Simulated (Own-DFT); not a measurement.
# How strain changes the stress of wurtzite GaN, 72 atoms (Ga36N36)

Calculated results; nothing here was measured. They come from Own-DFT, an in-house plane-wave density functional program, since retired, whose code no person has reviewed. Each row is one single-point run on a periodic cell that was not relaxed, without spin or spin-orbit coupling.

Settings of every run: PBE; PseudoDojo norm-conserving scalar-relativistic files (stringent for Ga); cutoff 96 hartree; 4 x 4 x 3 k mesh centred on Gamma; Gaussian smearing of 0.01 eV.

Known limits: forces not confirmed at this smearing and k mesh; stress not checked against mesh or cutoff.

Unstrained cell vectors in Å: (9.567, 0.000, 0.000); (-4.783, 8.285, 0.000); (0.000, 0.000, 10.370). The unstrained cell has measured lattice constants (interpolated for alloys), not those of this functional. That, the random moves and any unrelaxed bonds set the pressure at no strain. Each run strains this cell uniformly, with the atoms carried along. Every atom was also moved at random, by a Gaussian of width 0.05 Å on each axis. Strain is the symmetric tensor, in per cent. Stress is positive in tension, and the pressure is minus a third of its trace.

| run | e_xx (%) | e_yy (%) | e_zz (%) | e_yz (%) | e_xz (%) | e_xy (%) | s_xx (GPa) | s_yy (GPa) | s_zz (GPa) | s_yz (GPa) | s_xz (GPa) | s_xy (GPa) | P (GPa) | E (meV/atom) |
|---|---|---|---|---|---|---|---|---|---|---|---|---|---|---|
| 1 | 0.67 | -1.13 | 1.45 | 1.46 | 0.76 | 0.69 | -6.33 | -8.18 | -0.73 | 2.43 | 1.14 | 2.34 | 5.08 | 0.0 |
| 2 | 0.72 | -0.42 | -1.85 | -1.60 | -1.43 | -1.42 | -5.56 | -11.04 | -15.53 | -4.00 | -3.30 | -5.83 | 10.71 | 22.2 |
| 3 | 0.83 | 1.91 | 1.83 | 1.90 | -0.46 | 1.85 | -1.17 | 3.10 | 0.57 | 3.41 | -1.27 | 5.16 | -0.84 | 6.0 |
| 4 | 1.21 | -0.68 | 0.56 | -0.83 | -0.45 | 1.87 | -2.93 | -9.86 | -2.69 | -2.05 | -1.45 | 5.65 | 5.16 | 4.0 |
| 5 | 1.98 | 1.20 | -0.76 | 1.62 | 1.97 | 0.45 | 1.32 | -1.38 | -8.72 | 3.61 | 4.58 | 1.15 | 2.93 | 9.9 |
| 6 | 1.35 | -0.22 | -0.84 | 1.73 | -1.68 | -1.37 | -1.95 | -7.29 | -11.60 | 3.21 | -3.79 | -4.36 | 6.95 | 19.4 |
| 7 | -0.63 | -1.14 | 1.91 | 1.31 | 1.91 | -0.92 | -10.05 | -12.13 | -1.70 | 3.47 | 4.41 | -3.57 | 7.96 | 33.5 |
| 8 | -1.94 | 1.50 | 1.54 | -0.10 | 0.82 | 0.31 | -11.30 | -2.37 | -2.42 | 0.16 | 1.71 | -0.22 | 5.36 | 12.8 |
| 9 | 1.97 | 1.98 | 1.68 | 0.05 | -0.38 | -1.66 | 2.68 | 2.87 | 1.11 | -0.30 | 0.13 | -4.49 | -2.22 | 17.2 |
| 10 | 0.02 | 0.66 | -0.24 | 1.32 | -1.82 | -0.27 | -7.88 | -5.50 | -8.61 | 3.41 | -4.04 | -1.51 | 7.33 | 33.8 |
| 11 | -0.73 | -1.31 | -0.80 | 0.02 | -1.40 | -1.36 | -13.58 | -13.21 | -12.34 | 1.07 | -3.20 | -3.22 | 13.04 | 25.7 |
| 12 | -0.79 | -0.58 | -1.57 | 1.51 | 0.98 | 1.33 | -12.39 | -10.58 | -18.65 | 3.45 | 2.39 | 3.97 | 13.87 | 41.3 |
| 13 | 1.77 | -1.56 | 0.01 | 0.85 | 1.40 | -0.25 | -0.83 | -11.34 | -9.31 | 2.72 | 3.19 | -1.81 | 7.16 | 24.9 |
| 14 | 0.93 | -1.18 | -0.29 | -0.70 | -0.15 | -1.04 | -4.67 | -10.92 | -9.64 | -0.81 | -0.95 | -2.82 | 8.41 | 20.2 |
| 15 | 1.27 | -0.60 | 1.64 | -0.86 | -0.93 | -0.59 | ? | ? | ? | ? | ? | ? | ? | ? |

E is the free energy for each atom above the lowest run shown.

## Worked fit

Each stress component was fitted by least squares to a constant and the strains of the runs shown, as fractions, with shears doubled. Shear strains stay in the fit of a normal stress only where such slopes are resolved. The slopes, in GPa:

```
stress  at no strain  per e_xx  per e_yy  per e_zz  scatter
  s_xx          -7.5  400 ± 23  108 ± 23   53 ± 22     0.99
  s_yy          -7.4   92 ± 25  379 ± 25   80 ± 24     1.08
  s_zz          -8.5   97 ± 33   42 ± 33  451 ± 32     1.41
```

Each shear stress against twice its own strain: yz 108 ± 9, xz 117 ± 4, xy 151 ± 11 GPa. These are stiffnesses along x, y and z of the frame in which the cell vectors are given, which need not be the crystal's axes. The atoms are held to the strained lattice; where symmetry lets them move under strain, relaxing them would lower some slopes. The table should be nearly symmetric about its diagonal, and what it lacks of that shows the noise. A ninth of its sum, 189 ± 5 GPa, estimates the bulk modulus near the mean pressure of these runs, 6.5 GPa, so it lies above the value at zero pressure.

## Withheld run

Question: what normal stresses and pressure should run 15 give?

The fit gives s_xx = -2.1, s_yy = -7.1, s_zz = -0.1 and P = 3.1 GPa. The calculation gave -1.53, -5.85, 0.20 and P = 2.39 GPa.
